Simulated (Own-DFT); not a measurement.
# One host, several defects: diamond germanium

No measurement is shown. These are fixed-geometry runs of a retired plane-wave code named Own-DFT, which no person has reviewed; spin and spin-orbit coupling are neglected.

Settings: PBE; PseudoDojo norm-conserving scalar-relativistic files; cutoff 42 hartree; 5 x 5 x 5 k mesh centred on Gamma; Fermi-Dirac smearing of 0.1 eV.

Keep in mind (not all hold for every row): not probed for a lower state with spin; k mesh not checked against a denser one; stress not checked against mesh or cutoff.

All runs share one cell, with vectors in Å (0.000, 5.658, 5.658); (5.658, 0.000, 5.658); (5.658, 5.658, 0.000) and a volume of 362.3 Å³. The atoms are randomly displaced, by u rms on each axis. The defect's site can differ from row to row.

```
          cell  formula   u (Å)  P (GPa)
     no defect     Ge16  0.0181     3.85
     no defect     Ge16  0.0219     3.90
     no defect     Ge16  0.0395     4.18
one Ge vacancy     Ge15  0.0271     2.50
one Ge vacancy     Ge15  0.0289     2.38
one Ge vacancy     Ge15  0.0302     2.57
  one added Ge     Ge17  0.0251    10.61
  one added Ge     Ge17  0.0265        ?
  one added Ge     Ge17  0.0487    11.18
  one added Ge     Ge17  0.0516    11.58
```

## Analysis

P = P0 + c u² + a shift for each defect gives P0 = 3.68 GPa, c = 381 ± 66 GPa/Å² and a scatter of 0.12 GPa. The shifts, and each times the cell's volume:

- one added Ge: 6.73 ± 0.12 GPa, 15.2 eV
- one Ge vacancy: -1.51 ± 0.10 GPa, -3.4 eV

Positive is outwards. The product with the volume (160.2 GPa Å³ to the eV) is nearly free of the cell's size; divided by the bulk modulus at the cell's pressure it gives the volume that the defect adds. The atoms around the defects weren't relaxed, which would change these numbers.

## Prediction

Asked: what pressure belongs in the blank (one added Ge, u = 0.0265 Å)?

From the fit: 10.67 ± 0.16 GPa. The calculation gave 11.96 GPa. This run lies off the fit, by chance or by something that the fit leaves out.
